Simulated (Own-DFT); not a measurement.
Simulation results for GaN (wurtzite, strained, atoms displaced)

A calculation, not a measurement: plane-wave PBE density functional theory by an unreviewed code, no spin, of a simulated periodic cell, stress positive in tension, free energy of the whole cell less one offset for each atom, forces on such cells passed a denser k mesh, this cell's mesh not checked; offsets are fitted by least squares, one for each functional and potential file, so energies compare only between cells with the same atoms and settings and are not formation energies; the far tail of each file's local potential was reset to the Coulomb form; each entry is a single point on an unrelaxed cell, so the pressure reflects the starting lattice, mostly measured values (interpolated for alloys), from which strain is counted, and rises with the displacements; printed positions are rounded, which can move forces by about a meV/angstrom; the program, named Own-DFT, is a retired in-house code; no spin-orbit coupling. Program: Own-DFT development build.

### GaN (wurtzite, strained, atoms displaced)

```
cell vectors (Å)
  12.7560     0.0000     0.0000
  -4.7835     8.2853     0.0414
   0.0000     0.0518    10.3700
atoms (fractions of the cell vectors)
Ga  0.08199  0.22389  0.99454
Ga  0.16423  0.11875  0.24527
N   0.08584  0.23220  0.18587
N   0.16316  0.10861  0.43710
Ga  0.07893  0.21159  0.49770
Ga  0.16965  0.10925  0.75733
N   0.09047  0.22995  0.69255
N   0.17192  0.11726  0.93829
Ga  0.08164  0.55090  0.00012
Ga  0.16793  0.43941  0.24755
N   0.09593  0.56700  0.19433
N   0.17364  0.45270  0.43663
Ga  0.07919  0.55636  0.49918
Ga  0.16101  0.44316  0.75190
N   0.09120  0.54974  0.68819
N   0.16026  0.44007  0.93583
Ga  0.07508  0.88540  0.00433
Ga  0.16058  0.77252  0.25342
N   0.08362  0.89534  0.18192
N   0.17322  0.77865  0.44670
Ga  0.08703  0.88021  0.49819
Ga  0.17315  0.77128  0.74313
N   0.08781  0.89667  0.68582
N   0.17216  0.77703  0.93230
Ga  0.34451  0.22954  0.99156
Ga  0.41191  0.10496  0.24451
N   0.33302  0.21972  0.19456
N   0.42578  0.10451  0.43300
Ga  0.33682  0.22593  0.49649
Ga  0.42007  0.11267  0.74757
N   0.33208  0.22161  0.69351
N   0.42323  0.10735  0.93581
Ga  0.32654  0.54830  0.00446
Ga  0.41261  0.44076  0.24595
N   0.33472  0.56031  0.19355
N   0.41636  0.45256  0.43659
Ga  0.32979  0.55376  0.48338
Ga  0.41704  0.44316  0.75851
N   0.33974  0.56814  0.68871
N   0.41561  0.44667  0.94538
Ga  0.33461  0.89731  0.00279
Ga  0.41663  0.78188  0.24941
N   0.34184  0.89670  0.18683
N   0.41574  0.78152  0.43902
Ga  0.32880  0.88473  0.49496
Ga  0.41840  0.78029  0.75012
N   0.33495  0.89363  0.69279
N   0.41573  0.77831  0.94458
Ga  0.58240  0.21767  0.99355
Ga  0.65942  0.11586  0.24301
N   0.58491  0.22359  0.18713
N   0.66102  0.09922  0.43807
Ga  0.58352  0.21504  0.49326
Ga  0.66944  0.11076  0.75120
N   0.58326  0.22301  0.69486
N   0.66571  0.11574  0.94083
Ga  0.58422  0.56118  0.99649
Ga  0.66394  0.44346  0.24010
N   0.57759  0.55022  0.19749
N   0.67497  0.44616  0.43664
Ga  0.58769  0.56552  0.49738
Ga  0.66328  0.44069  0.75574
N   0.58065  0.55213  0.68939
N   0.67091  0.44628  0.93388
Ga  0.59024  0.89731  0.99958
Ga  0.66442  0.77679  0.25448
N   0.58278  0.88827  0.18591
N   0.67173  0.78629  0.44064
Ga  0.57915  0.87990  0.50343
Ga  0.66660  0.78936  0.74734
N   0.58597  0.89643  0.68977
N   0.67030  0.78535  0.93590
Ga  0.83638  0.21993  0.99573
Ga  0.90556  0.10233  0.25430
N   0.83304  0.22115  0.19516
N   0.91864  0.11223  0.43586
Ga  0.83848  0.22211  0.50161
Ga  0.91187  0.10334  0.74317
N   0.83458  0.22422  0.69435
N   0.92354  0.12352  0.94543
Ga  0.82413  0.53724  0.99248
Ga  0.92034  0.45580  0.25914
N   0.84039  0.55936  0.18474
N   0.91999  0.45026  0.44517
Ga  0.84007  0.55562  0.49886
Ga  0.91156  0.44466  0.75018
N   0.83062  0.54924  0.69144
N   0.91607  0.43712  0.93757
Ga  0.83198  0.88198  0.00238
Ga  0.92329  0.77306  0.24849
N   0.83777  0.89853  0.18945
N   0.91996  0.78222  0.44728
Ga  0.82690  0.88819  0.50339
Ga  0.91319  0.77735  0.75253
N   0.83589  0.89440  0.69233
N   0.92222  0.77575  0.94165
```

* functional: PBE
* potential files: PseudoDojo norm-conserving, scalar-relativistic, standard set with the stringent files for Ga
* wave cutoff: 96 hartree
* occupations: Gaussian
* smearing width: 0.01 eV
* k mesh: 3 x 4 x 3 centred on Gamma
* free energy of cell above offsets: -4.081 eV
* pressure: 7.22 GPa
* stress xx: -8.28 GPa
* stress yy: -8.08 GPa
* stress zz: -5.3 GPa
* stress yz: -0.22 GPa
* stress xz: -1.19 GPa
* stress xy: 0.1 GPa

Force:
```csv
element,x (eV/Å),y (eV/Å),z (eV/Å)
Ga,1.411,-0.022,0.966
Ga,0.441,-0.422,0.473
N,-0.633,-1.66,-0.272
N,1.234,-0.174,-0.44
Ga,0.844,1.79,1.065
Ga,-0.657,0.11,-1.217
N,-0.8,-1.817,-0.861
N,0.013,-0.52,1.221
Ga,-0.071,1.276,0.173
Ga,-0.361,1.166,1.004
N,-1.467,-1.859,-0.894
N,-2.647,-2.049,-0.42
Ga,2.703,-0.403,0.876
Ga,3.105,-0.154,-0.143
N,-3.734,1.171,-1.09
N,0.875,0.763,0.79
Ga,2.952,1.019,-1.773
Ga,1.1,2.285,-0.288
N,0.865,-0.284,1.996
N,-1.967,-1.141,-1.971
Ga,-1.386,1.858,1.009
Ga,-1.615,0.569,1.042
N,-0.092,-1.629,0.421
N,-1.211,-0.095,0.999
Ga,-0.854,-1.811,1.382
Ga,0.576,1.353,0.96
N,-0.242,0.237,-1.458
N,-2.557,0.418,0.178
Ga,-0.045,-0.354,0.371
Ga,-0.701,-0.32,-0.125
N,0.82,0.505,-0.726
N,-1.44,1.228,-0.047
Ga,-0.407,1.417,-0.35
Ga,-0.182,-0.012,0.794
N,0.154,-0.428,-0.723
N,1.621,-0.809,-0.253
Ga,0.878,1.304,2.845
Ga,-1.183,0.666,-1.718
N,-0.017,-1.75,-0.294
N,0.708,0.589,-0.328
Ga,0.302,-1.908,-0.623
Ga,0.589,-0.112,0.036
N,-1.632,-1.398,0.249
N,0.59,-0.441,-0.48
Ga,2.329,1.517,1.777
Ga,-0.475,-0.053,0.906
N,0.872,0.053,-1.478
N,0.651,0.016,-0.414
Ga,-0.104,0.918,1.122
Ga,2.591,-1.227,1.374
N,-1.73,0.661,-1.313
N,1.221,1.067,-0.137
Ga,0.577,1.293,1.247
Ga,-1.004,0.74,-0.026
N,0.837,-0.067,-1.143
N,1.671,-0.258,-0.641
Ga,0.127,0.031,0.789
Ga,1.002,0.258,1.596
N,0.707,1.262,-1.75
N,-1.021,-0.078,-0.314
Ga,0.339,-1.911,0.401
Ga,-0.089,0.342,-2.309
N,0.439,1.155,0.116
N,-2.316,-0.668,1.398
Ga,-1.321,-1.203,0.225
Ga,0.245,0.44,-0.921
N,0.321,0.246,0.493
N,-0.843,-0.912,-0.259
Ga,-0.791,0.953,-0.388
Ga,0.699,-1.789,0.347
N,-0.136,-0.326,-0.235
N,0.169,-0.54,0.098
Ga,-0.914,0.074,1.625
Ga,1.055,1.971,-0.804
N,-0.825,1.165,-0.653
N,-0.566,-0.499,1.088
Ga,-1.486,-0.435,-0.143
Ga,1.389,2.813,1.815
N,0.141,-0.251,-1.091
N,-0.543,-3.032,-1.825
Ga,2.333,2.127,1.259
Ga,0.983,-1.66,-1.383
N,-1.085,-0.622,-0.3
N,0.316,-1.215,-0.729
Ga,-2.195,0.567,0.975
Ga,1.934,0.143,0.189
N,-0.588,1.173,-0.348
N,-0.399,0.831,0.022
Ga,0.508,1.309,-0.043
Ga,-1.843,1.081,0.812
N,0.162,-2.841,-0.055
N,-0.175,-0.503,-1.264
Ga,2.289,0.628,-0.034
Ga,1.634,-0.021,-0.419
N,-0.532,-1.689,-0.811
N,-2.439,-1.189,-0.804
```
